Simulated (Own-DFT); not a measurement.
# Response to strain: diamond-structure GeSn with randomly placed atoms, 64 atoms (Ge52Sn12)

All numbers below are calculated, not measured. The program, named Own-DFT, is a retired in-house plane-wave density functional code that no person has reviewed. Each row is one single-point run on a periodic cell that was not relaxed, without spin or spin-orbit coupling.

Settings of every run: PBE; PseudoDojo norm-conserving scalar-relativistic files; cutoff 49 hartree; 3 x 3 x 3 k mesh centred on Gamma; Fermi-Dirac smearing of 0.1 eV.

Known limits: forces on such cells moved up to 12 meV/angstrom on a denser k mesh; stress not checked against mesh or cutoff.

Unstrained cell vectors in Å: (11.628, 0.000, 0.000); (0.000, 11.628, 0.000); (0.000, 0.000, 11.628). The unstrained cell has measured lattice constants (interpolated for alloys), not those of this functional. That, the random moves and any unrelaxed bonds set the pressure at no strain. Each run strains this cell uniformly, with the atoms carried along. Every atom was also moved at random, by a Gaussian of width 0.05 Å on each axis. The random placing of the alloy's atoms differs from row to row. Strain is the symmetric tensor, in per cent. Stress is positive in tension, and the pressure is minus a third of its trace.

| run | e_xx (%) | e_yy (%) | e_zz (%) | s_xx (GPa) | s_yy (GPa) | s_zz (GPa) | P (GPa) | E (meV/atom) |
|---|---|---|---|---|---|---|---|---|
| 1 | 2.25 | 2.25 | 0.00 | -2.05 | -2.13 | -3.31 | 2.50 | 19.6 |
| 2 | -0.50 | -0.50 | 0.00 | -6.26 | -6.53 | -6.15 | 6.32 | 58.0 |
| 3 | 2.50 | 2.50 | 0.00 | -1.49 | -1.47 | -2.81 | 1.93 | 0.0 |
| 4 | 1.25 | 1.25 | 0.00 | -3.48 | -3.66 | -4.22 | 3.79 | 29.3 |
| 5 | 1.50 | 1.50 | 0.00 | -3.07 | -3.04 | -3.83 | 3.31 | 16.3 |
| 6 | -1.00 | -1.00 | 0.00 | -7.53 | -7.61 | -6.84 | 7.33 | 79.8 |
| 7 | 1.00 | 1.00 | 0.00 | -4.13 | -4.01 | -4.52 | 4.22 | 42.7 |
| 8 | -3.00 | -3.00 | 0.00 | -11.14 | -11.35 | -9.73 | 10.74 | 123.6 |
| 9 | -2.75 | -2.75 | 0.00 | ? | ? | ? | ? | ? |

E is the free energy for each atom above the lowest run shown.

## Worked fit

The change of volume is close to e_xx + e_yy + e_zz. A straight line through the runs shown gives P = 5.83 - 79 x (fractional change of volume) GPa, with an error of 2 on the slope and a scatter of 0.20 GPa. The strain isn't the same on all axes, but the crystal is cubic, so the slope still estimates the bulk modulus, averaged over pressures from 1.9 to 10.7 GPa.

## Withheld run

Question: what pressure should run 9 give? Its volume changes by -5.42 %.

The line gives 10.1 GPa. The calculation gave 10.32 GPa.
